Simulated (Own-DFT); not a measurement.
# Point defects and the pressure they add: C11b WSi2

Calculated, not measured: single-point runs of Own-DFT, a retired in-house plane-wave DFT program that no person has reviewed, on unrelaxed cells, without spin or spin-orbit coupling.

Method: PBEsol; PseudoDojo norm-conserving scalar-relativistic files, made for PBE; cutoff 50 hartree; 5 x 5 x 5 k mesh centred on Gamma; cold (Marzari-Vanderbilt) smearing of 0.2 eV.

Limits: forces on such cells failed a check on a denser k mesh; stress not checked against mesh or cutoff.

All runs share one cell, with vectors in Å (-2.148, -5.953, 3.409); (-6.444, 2.976, 1.136); (-2.553, -2.948, -6.757) and a volume of 403.2 Å³. u is the rms random offset of the atoms per axis. The defect's site can differ from row to row.

| cell | formula | u (Å) | P (GPa) |
|---|---|---|---|
| no defect | Si20W10 | 0.0192 | 0.41 |
| no defect | Si20W10 | 0.0475 | 1.23 |
| no defect | Si20W10 | 0.0525 | 2.39 |
| one W on a Si site | Si19W11 | 0.0294 | 5.33 |
| one W on a Si site | Si19W11 | 0.0309 | 5.55 |
| one W on a Si site | Si19W11 | 0.0490 | ? |
| one W on a Si site | Si19W11 | 0.0548 | 7.79 |
| one Si vacancy | Si19W10 | 0.0276 | -0.84 |
| one Si vacancy | Si19W10 | 0.0282 | -0.58 |
| one Si vacancy | Si19W10 | 0.0559 | 1.09 |
| one Si on a W site | Si21W9 | 0.0253 | 2.42 |
| one Si on a W site | Si21W9 | 0.0524 | 3.33 |
| one Si on a W site | Si21W9 | 0.0551 | 4.07 |

## Working it out

P = P0 + c u² + a shift for each defect gives P0 = -0.07 GPa, c = 790 ± 105 GPa/Å² and a scatter of 0.38 GPa. The shifts, and each times the cell's volume:

- one W on a Si site: 5.03 ± 0.31 GPa, 12.6 eV
- one Si on a W site: 1.66 ± 0.31 GPa, 4.2 eV
- one Si vacancy: -1.27 ± 0.31 GPa, -3.2 eV

A positive shift means that the defect pushes the cell outwards. Shift times volume (160.2 GPa Å³ is 1 eV) depends little on the cell's size, so, taken for each site, it can be compared between cells at like pressure. The atoms around the defects weren't relaxed, which would change these numbers.

## Prediction

Question: what pressure belongs in the blank (one W on a Si site, u = 0.0490 Å)?

Estimate: 6.85 ± 0.45 GPa. DFT gave 6.67 GPa.
